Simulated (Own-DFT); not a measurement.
# Which defects push the lattice out? wurtzite GaN

Everything here is calculated. The program is Own-DFT (plane waves, in-house, since retired, never reviewed by a person); positions were held fixed, and spin and spin-orbit coupling were off.

Common settings: PBE; PseudoDojo norm-conserving scalar-relativistic files; cutoff 42 hartree; 4 x 4 x 3 k mesh centred on Gamma; Fermi-Dirac smearing of 0.1 eV.

Known weak points (not all hold for every row): not probed for a lower state with spin; forces not confirmed at this smearing and k mesh; stress not checked against mesh or cutoff.

All runs share one cell, with vectors in Å (9.567, 0.000, 0.000); (-4.784, 8.285, 0.000); (0.000, 0.000, 10.370) and a volume of 822.0 Å³. Atoms were moved at random from their sites; u is the rms move along one axis. The defect's site can differ from row to row.

| cell | formula | u (Å) | P (GPa) |
|---|---|---|---|
| no defect | Ga36N36 | 0.0202 | 5.93 |
| no defect | Ga36N36 | 0.0212 | 5.91 |
| no defect | Ga36N36 | 0.0480 | 6.84 |
| one N on a Ga site | Ga35N37 | 0.0299 | 5.46 |
| one N on a Ga site | Ga35N37 | 0.0342 | ? |
| one N on a Ga site | Ga35N37 | 0.0468 | 6.28 |
| one N on a Ga site | Ga35N37 | 0.0489 | 6.82 |
| one Ga on an N site | Ga37N35 | 0.0288 | 11.93 |
| one Ga on an N site | Ga37N35 | 0.0289 | 12.08 |
| one Ga on an N site | Ga37N35 | 0.0483 | 12.97 |

## What the rows give

P = P0 + c u² + a shift for each defect gives P0 = 5.58 GPa, c = 617 ± 82 GPa/Å² and a scatter of 0.19 GPa. The shifts, and each times the cell's volume:

- one Ga on an N site: 5.92 ± 0.15 GPa, 30.4 eV
- one N on a Ga site: -0.51 ± 0.16 GPa, -2.6 eV

Against the defect-free cell, a freed cell would be larger where the shift is positive and smaller where it is negative (160.2 GPa Å³ is 1 eV). The atoms around the defects weren't relaxed, which would change these numbers.

## The run left out

The question: what pressure belongs in the blank (one N on a Ga site, u = 0.0342 Å)?

The fit gives 5.78 ± 0.22 GPa. The run itself gave 5.67 GPa.
